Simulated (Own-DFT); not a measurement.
# Computed records: AlGa₃N₄ (wurtzite random alloy, strained, atoms displaced)

A calculation, not a measurement: plane-wave PBE density functional theory by an unreviewed code, no spin, of a simulated periodic cell, stress positive in tension, free energy of the whole cell less one offset for each atom, forces on such cells passed a denser k mesh, this cell's mesh not checked; offsets are fitted by least squares, one for each functional and potential file, so energies compare only between cells with the same atoms and settings and are not formation energies; the far tail of each file's local potential was reset to the Coulomb form; each entry is a single point on an unrelaxed cell, so the pressure reflects the starting lattice, mostly measured values, from which strain is counted, and rises with the displacements; printed positions are rounded, which can move forces by about a meV/angstrom; the program is a retired in-house code; no spin-orbit coupling. Program: Own-DFT development build.

```cif
# cell vector a (Å): 9.6757 0.0000 0.0000
# cell vector b (Å): -4.8378 8.3794 0.0000
# cell vector c (Å): 0.0000 0.0000 10.2685
data_AlGa3N4
_symmetry_space_group_name_H-M 'P 1'
_symmetry_Int_Tables_number 1
_cell_length_a 9.6757
_cell_length_b 9.6757
_cell_length_c 10.2685
_cell_angle_alpha 90.000
_cell_angle_beta 90.000
_cell_angle_gamma 120.000
_cell_volume 832.53
loop_
_atom_site_label
_atom_site_type_symbol
_atom_site_fract_x
_atom_site_fract_y
_atom_site_fract_z
_atom_site_occupancy
Ga1 Ga 0.11396 0.22910 0.01008 1
Ga2 Ga 0.22790 0.11429 0.24458 1
N1 N 0.11177 0.20939 0.18270 1
N2 N 0.21748 0.10522 0.43272 1
Ga3 Ga 0.10658 0.21770 0.50457 1
Al1 Al 0.22268 0.11270 0.73943 1
N3 N 0.11057 0.21411 0.68800 1
N4 N 0.22784 0.12530 0.94294 1
Ga4 Ga 0.12295 0.55386 0.99923 1
Al2 Al 0.22201 0.45112 0.26027 1
N5 N 0.10875 0.55946 0.19235 1
N6 N 0.21874 0.43922 0.43642 1
Al3 Al 0.11467 0.55545 0.50069 1
Al4 Al 0.22933 0.44316 0.75383 1
N7 N 0.10236 0.54707 0.68994 1
N8 N 0.22041 0.44500 0.94231 1
Ga5 Ga 0.11253 0.88708 0.00694 1
Ga6 Ga 0.21911 0.77170 0.25713 1
N9 N 0.10957 0.88348 0.18987 1
N10 N 0.21438 0.77445 0.43651 1
Al5 Al 0.11506 0.89423 0.50107 1
Ga7 Ga 0.22053 0.77645 0.75772 1
N11 N 0.10603 0.88499 0.68030 1
N12 N 0.22398 0.77372 0.93927 1
Ga8 Ga 0.45210 0.22510 0.99827 1
Ga9 Ga 0.54561 0.10027 0.25264 1
N13 N 0.43617 0.21257 0.19444 1
N14 N 0.55551 0.10460 0.43517 1
Ga10 Ga 0.45273 0.22750 0.50296 1
Ga11 Ga 0.55297 0.10692 0.75531 1
N15 N 0.44443 0.21911 0.68870 1
N16 N 0.56101 0.11103 0.94429 1
Ga12 Ga 0.44608 0.55978 0.99827 1
Al6 Al 0.55288 0.44323 0.25180 1
N17 N 0.44939 0.55420 0.19078 1
N18 N 0.55034 0.44734 0.44003 1
Ga13 Ga 0.44956 0.56269 0.49640 1
Ga14 Ga 0.57255 0.45069 0.75447 1
N19 N 0.44625 0.56512 0.68955 1
N20 N 0.55018 0.44552 0.94200 1
Al7 Al 0.45248 0.89309 0.99767 1
Ga15 Ga 0.56028 0.77529 0.24050 1
N21 N 0.44469 0.88141 0.18702 1
N22 N 0.56378 0.78041 0.43445 1
Al8 Al 0.44196 0.88755 0.50196 1
Ga16 Ga 0.55934 0.77794 0.74340 1
N23 N 0.45125 0.89348 0.68546 1
N24 N 0.56200 0.78008 0.94340 1
Ga17 Ga 0.77303 0.22573 0.00175 1
Ga18 Ga 0.89956 0.12127 0.24847 1
N25 N 0.77600 0.23183 0.18946 1
N26 N 0.88155 0.10717 0.43300 1
Ga19 Ga 0.77230 0.21877 0.50738 1
Ga20 Ga 0.88311 0.12263 0.75832 1
N27 N 0.76945 0.21460 0.69267 1
N28 N 0.88280 0.09732 0.94344 1
Al9 Al 0.78563 0.56820 0.00547 1
Ga21 Ga 0.89409 0.44994 0.24548 1
N29 N 0.78584 0.55836 0.18995 1
N30 N 0.89337 0.45316 0.43352 1
Ga22 Ga 0.78024 0.56117 0.50489 1
Ga23 Ga 0.88540 0.44994 0.75256 1
N31 N 0.77974 0.55743 0.69157 1
N32 N 0.89190 0.44497 0.94099 1
Ga24 Ga 0.77169 0.87774 0.99935 1
Ga25 Ga 0.88823 0.77662 0.24344 1
N33 N 0.76928 0.88122 0.19318 1
N34 N 0.89450 0.78510 0.43807 1
Ga26 Ga 0.77772 0.89030 0.49074 1
Ga27 Ga 0.89344 0.78506 0.74948 1
N35 N 0.78476 0.88477 0.68326 1
N36 N 0.89417 0.77572 0.93498 1
_calc_functional 'PBE'
_calc_potential_files 'PseudoDojo norm-conserving, scalar-relativistic, standard set with the stringent files for Ga'
_calc_wave_cutoff 96  # hartree
_calc_occupations 'Gaussian'
_calc_smearing_width 0.01  # eV
_calc_k_mesh '4 x 4 x 3 centred on Gamma'
_calc_free_energy_of_cell_above_offsets '-9.692'  # eV
_calc_pressure 0.6  # GPa
_calc_stress_xx 1.52  # GPa
_calc_stress_yy 2.62  # GPa
_calc_stress_zz -5.93  # GPa
_calc_stress_yz 0.74  # GPa
_calc_stress_xz 0.06  # GPa
_calc_stress_xy -0.11  # GPa
```

Force:
```
element  x (eV/Å)  y (eV/Å)  z (eV/Å)
     Ga    -0.118    -1.111    -3.083
     Ga    -0.886    -1.704     0.869
      N    -1.057     2.328     3.034
      N     0.416     0.424      1.45
     Ga     0.042    -0.365    -1.397
     Al     0.216    -0.633     1.647
      N    -0.407     1.592     1.299
      N     0.672    -1.511    -1.616
     Ga    -2.377     0.615     0.704
     Al     0.622    -0.469    -2.151
      N     2.319    -1.041    -0.509
      N      -0.5     0.867     1.087
     Al    -0.983    -0.253     0.003
     Al    -0.876    -0.161    -0.768
      N     1.658     0.333     -0.34
      N     1.439    -0.368    -1.381
     Ga      0.17     0.962    -1.258
     Ga     0.087     1.022    -1.601
      N     0.283     0.434     0.388
      N     1.205     0.347     2.621
     Al    -0.506    -0.786    -1.457
     Ga    -0.055     -0.17    -1.996
      N     1.264     1.249     1.272
      N     0.817     1.201     1.025
     Ga    -1.158    -0.342     0.645
     Ga     0.836      0.66    -0.904
      N     1.805     2.383    -0.825
      N    -0.614     -0.22     1.783
     Ga    -0.662    -0.739    -1.194
     Ga    -0.372     0.115    -0.445
      N    -0.318     0.372     0.881
      N    -1.094    -0.984     -0.47
     Ga    -0.129    -0.444     0.513
     Al      0.79    -0.268    -0.206
      N    -1.035    -1.256     0.249
      N      1.28    -0.267    -0.611
     Ga    -0.521    -0.223       0.4
     Ga    -2.347    -0.835    -0.237
      N     0.024    -2.084     0.202
      N      2.03     0.825     0.213
     Al    -0.389    -0.795     0.637
     Ga    -1.362    -0.277     1.404
      N    -0.694     0.217    -0.774
      N    -2.353    -0.077     0.347
     Al     0.337    -0.171    -1.086
     Ga     0.516     1.074     0.581
      N    -0.731    -0.814     0.216
      N    -1.989    -0.236    -1.076
     Ga     1.736     0.028     0.431
     Ga    -1.393     -1.02    -0.526
      N     0.591    -1.224     0.142
      N     0.388     1.263     1.071
     Ga     0.481     0.634    -1.871
     Ga     2.241     -1.91    -0.354
      N    -0.519      1.49     0.038
      N    -0.286      1.74     0.233
     Al     0.289    -1.536    -0.576
     Ga    -0.669    -0.659     0.762
      N    -2.116    -0.703    -0.797
      N     0.452    -0.652     1.793
     Ga     0.241     0.281    -1.582
     Ga     1.069    -0.777     0.127
      N     0.227     0.508    -0.171
      N    -0.861     0.775     0.384
     Ga     1.252     1.156     0.613
     Ga     0.015     0.435     1.468
      N     1.901     1.662    -1.233
      N     0.624    -0.404     0.089
     Ga     0.859    -0.098      0.74
     Ga     0.198    -0.239    -0.373
      N    -1.693     1.118     0.411
      N     -0.32    -0.286     1.095
```
